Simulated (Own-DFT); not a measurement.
# Which defects push the lattice out? 2H SiC

Everything here is calculated. The program is Own-DFT (plane waves, in-house, since retired, never reviewed by a person); positions were held fixed, and spin and spin-orbit coupling were off.

Method: PBE; PseudoDojo norm-conserving scalar-relativistic files; cutoff 42 hartree; 4 x 4 x 3 k mesh centred on Gamma; Fermi-Dirac smearing of 0.1 eV.

Caveats (not all hold for every row): a neutral cation vacancy leaves holes that likely carry spin, which these runs leave out; not probed for a lower state with spin; forces on such cells moved up to 12 meV/angstrom on a denser k mesh; forces on such cells passed a denser k mesh, each cell not checked; stress not checked against mesh or cutoff.

All runs share one cell, with vectors in Å (9.248, 0.000, 0.000); (-4.624, 8.009, 0.000); (0.000, 0.000, 10.068) and a volume of 745.7 Å³. The atoms are randomly displaced, by u rms on each axis. The defect's site can differ from row to row.

```
cell,formula,u (Å),P (GPa)
no defect,C36Si36,0.0296,3.90
no defect,C36Si36,0.0569,6.15
no defect,C36Si36,0.0582,6.33
one C vacancy,C35Si36,0.0293,3.75
one C vacancy,C35Si36,0.0298,3.75
one C vacancy,C35Si36,0.0299,3.60
two Al on a Si site each,Al2C36Si34,0.0296,5.89
two Al on a Si site each,Al2C36Si34,0.0311,5.91
two Al on a Si site each,Al2C36Si34,0.0506,7.64
one Si vacancy,C36Si35,0.0476,4.23
one Si vacancy,C36Si35,0.0505,4.98
one Si vacancy,C36Si35,0.0520,5.03
one Si vacancy,C36Si35,0.0529,?
one C on a Si site,C37Si35,0.0305,1.75
one C on a Si site,C37Si35,0.0495,2.79
one C on a Si site,C37Si35,0.0504,3.59
```

## Fit

P = P0 + c u² + a shift for each defect gives P0 = 2.98 GPa, c = 992 ± 79 GPa/Å² and a scatter of 0.22 GPa. The shifts, and each times the cell's volume:

- two Al on a Si site each: 2.04 ± 0.19 GPa, 9.5 eV (4.7 eV for each of its 2 sites)
- one C vacancy: -0.16 ± 0.22 GPa, -0.7 eV (not resolved)
- one Si vacancy: -0.72 ± 0.18 GPa, -3.4 eV
- one C on a Si site: -2.23 ± 0.18 GPa, -10.4 eV

A positive shift means that the defect pushes the cell outwards. Shift times volume (160.2 GPa Å³ is 1 eV) depends little on the cell's size, so, taken for each site, it can be compared between cells at like pressure. The atoms around the defects weren't relaxed, which would change these numbers.

## The run left out

Asked: what pressure belongs in the blank (one Si vacancy, u = 0.0529 Å)?

From the fit: 5.04 ± 0.25 GPa. The hidden result is 4.89 GPa.
